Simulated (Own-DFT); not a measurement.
# Energy and forces against displacement in 3C SiC, 64 atoms (C32Si32)

All numbers below are calculated, not measured. They come from Own-DFT, an in-house plane-wave density functional program, since retired, whose code no person has reviewed. Each row is one single-point run on a periodic cell that was not relaxed, without spin or spin-orbit coupling.

Settings of every run: PBE; PseudoDojo norm-conserving scalar-relativistic files; cutoff 42 hartree; 4 x 4 x 4 k mesh centred on Gamma; Fermi-Dirac smearing of 0.1 eV.

Known limits, some of them of some rows only: some atoms lie very close together; forces on such cells passed a denser k mesh, each cell not checked; stress not checked against mesh or cutoff.

Cell vectors in Å: (8.719, 0.000, 0.000); (0.000, 8.719, 0.000); (0.000, 0.000, 8.719). In each run every atom was moved at random and independently from its ideal site; u is the rms move along one axis. E is the free energy for each atom above the fitted value at u = 0, and F the rms of the force components.

| run | u (Å) | E (meV/atom) | F (eV/Å) | largest force (eV/Å) | P (GPa) |
|---|---|---|---|---|---|
| 1 | 0.0267 | 28.1 | 0.814 | 2.80 | 3.70 |
| 2 | 0.0276 | 29.4 | 0.837 | 2.92 | 3.78 |
| 3 | 0.0296 | 30.8 | 0.826 | 2.61 | 3.80 |
| 4 | 0.0587 | 108.9 | 1.583 | 6.69 | 5.46 |
| 5 | 0.0619 | ? | ? | ? | ? |
| 6 | 0.0971 | 329.6 | 2.935 | 14.79 | 10.27 |
| 7 | 0.1013 | 387.4 | 3.247 | 13.76 | 11.67 |
| 8 | 0.1059 | 475.4 | 3.794 | 17.55 | 14.18 |
| 9 | 0.1652 | 1054.5 | 6.738 | 32.34 | 26.73 |

## Worked fit

For small independent moves the energy grows as E = (3/2) K u², with K the mean stiffness felt by one atom. The runs with u up to 0.11 Å give K = 24.7 ± 1.4 eV/Å², with residuals divided by u² + 0.0006 Å², since the noise grows with the moves. The scatter is 10.4 meV/atom at u = 0.05 Å. The forces follow F = G u with G = 30.7 eV/Å²; no force at u = 0 is resolved. G exceeds K because the moves of its neighbours add to the force on an atom, and stiffness differs between atoms. At u = 0.165 Å the parabola gives 1012 meV/atom and the run 1054. The pressure follows P = 2.87 + 893 u² GPa: at fixed volume, shortened bonds push harder than stretched ones pull.

## Withheld run

Question: what energy and rms force should run 5 give?

The fit gives 142 ± 17 meV/atom and about 1.90 eV/Å. The calculation gave 156.0 meV/atom and 2.049 eV/Å.
